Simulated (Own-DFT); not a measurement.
# Point defects and the pressure they add: 2H SiC

Everything here is calculated. The program is Own-DFT (plane waves, in-house, since retired, never reviewed by a person); positions were held fixed, and spin and spin-orbit coupling were off.

Method: PBE; PseudoDojo norm-conserving scalar-relativistic files; cutoff 42 hartree; 4 x 4 x 3 k mesh centred on Gamma; Fermi-Dirac smearing of 0.1 eV.

Caveats (not all hold for every row): not probed for a lower state with spin; forces on such cells passed a denser k mesh, each cell not checked; stress not checked against mesh or cutoff.

All runs share one cell, with vectors in Å (9.248, 0.000, 0.000); (-4.624, 8.009, 0.000); (0.000, 0.000, 10.068) and a volume of 745.7 Å³. The atoms are randomly displaced, by u rms on each axis. The defect's site can differ from row to row.

```
cell,formula,u (Å),P (GPa)
no defect,C36Si36,0.0278,3.67
no defect,C36Si36,0.0295,3.82
no defect,C36Si36,0.0641,6.74
one C on a Si site and one Si on a C site,C36Si36,0.0292,7.28
one C on a Si site and one Si on a C site,C36Si36,0.0295,7.72
one C on a Si site and one Si on a C site,C36Si36,0.0494,8.41
one Al on a Si site and one N on a C site,AlC35NSi35,0.0290,?
one Al on a Si site and one N on a C site,AlC35NSi35,0.0308,4.09
one Al on a Si site and one N on a C site,AlC35NSi35,0.0462,5.34
one Al on a Si site and one N on a C site,AlC35NSi35,0.0508,5.43
two Al on a Si site each,Al2C36Si34,0.0300,5.93
two Al on a Si site each,Al2C36Si34,0.0317,5.90
two Al on a Si site each,Al2C36Si34,0.0537,7.78
one C on a Si site,C37Si35,0.0281,1.71
one C on a Si site,C37Si35,0.0294,1.79
one C on a Si site,C37Si35,0.0452,2.80
```

## What the rows give

P = P0 + c u² + a shift for each defect gives P0 = 3.07 GPa, c = 872 ± 51 GPa/Å² and a scatter of 0.19 GPa. The shifts, and each times the cell's volume:

- one C on a Si site and one Si on a C site: 3.52 ± 0.16 GPa, 16.4 eV
- two Al on a Si site each: 2.07 ± 0.16 GPa, 9.6 eV (4.8 eV for each of its 2 sites)
- one Al on a Si site and one N on a C site: 0.24 ± 0.15 GPa, 1.1 eV (not resolved)
- one C on a Si site: -2.05 ± 0.16 GPa, -9.5 eV

A positive shift means that the defect pushes the cell outwards. Shift times volume (160.2 GPa Å³ is 1 eV) depends little on the cell's size, so, taken for each site, it can be compared between cells at like pressure. The atoms around the defects weren't relaxed, which would change these numbers.

## Prediction

Question: what pressure belongs in the blank (one Al on a Si site and one N on a C site, u = 0.0290 Å)?

The fit gives 4.04 ± 0.23 GPa. The run itself gave 4.01 GPa.
